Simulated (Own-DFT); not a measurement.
# Shaking the atoms of monoclinic HfO2, 96 atoms (Hf32O64)

Calculated results; nothing here was measured. The program, named Own-DFT, is a retired in-house plane-wave density functional code that no person has reviewed. Each row is one single-point run on a periodic cell that was not relaxed, without spin or spin-orbit coupling.

Settings of every run: PBEsol; PseudoDojo norm-conserving scalar-relativistic files, made for PBE; cutoff 72 hartree; 2 x 2 x 2 k mesh centred on Gamma; Fermi-Dirac smearing of 0.1 eV.

Known limits, some of them of some rows only: some atoms lie very close together; hafnium file: forces about 75 meV/angstrom off all-electron values; oxygen file: force components 24 meV/angstrom off all-electron in a glass; forces on such cells passed a denser k mesh, each cell not checked; stress not checked against mesh or cutoff.

Cell vectors in Å: (10.234, 0.000, 0.000); (0.000, 10.350, 0.000); (-1.696, 0.000, 10.445). In each run every atom was moved at random and independently from its ideal site; u is the rms move along one axis. E is the free energy for each atom above the fitted value at u = 0, and F the rms of the force components.

| run | u (Å) | E (meV/atom) | F (eV/Å) | largest force (eV/Å) | P (GPa) |
|---|---|---|---|---|---|
| 1 | 0.0199 | 10.2 | 0.481 | 1.76 | -2.55 |
| 2 | 0.0200 | 9.4 | 0.436 | 1.65 | -2.46 |
| 3 | 0.0209 | ? | ? | ? | ? |
| 4 | 0.0511 | 58.2 | 1.053 | 4.16 | -0.94 |
| 5 | 0.0522 | 64.2 | 1.116 | 4.53 | -0.70 |
| 6 | 0.0799 | 159.5 | 1.813 | 8.01 | 2.85 |
| 7 | 0.0816 | 153.7 | 1.703 | 8.47 | 2.28 |
| 8 | 0.0837 | 181.2 | 1.941 | 7.13 | 2.27 |
| 9 | 0.1205 | 364.9 | 2.986 | 16.94 | 9.08 |

## Worked fit

For small independent moves the energy grows as E = (3/2) K u², with K the mean stiffness felt by one atom. The runs with u up to 0.11 Å give K = 16.1 ± 0.5 eV/Å², with residuals divided by u² + 0.0006 Å², since the noise grows with the moves. The scatter is 3.7 meV/atom at u = 0.05 Å. The forces follow F = G u with G = 22.1 eV/Å²; no force at u = 0 is resolved. G exceeds K because the moves of its neighbours add to the force on an atom, and stiffness differs between atoms. The pressure follows P = -2.84 + 790 u² GPa: at fixed volume, shortened bonds push harder than stretched ones pull.

## Withheld run

Question: what energy and rms force should run 3 give?

The fit gives 11 ± 1 meV/atom and about 0.46 eV/Å. The calculation gave 9.1 meV/atom and 0.411 eV/Å.
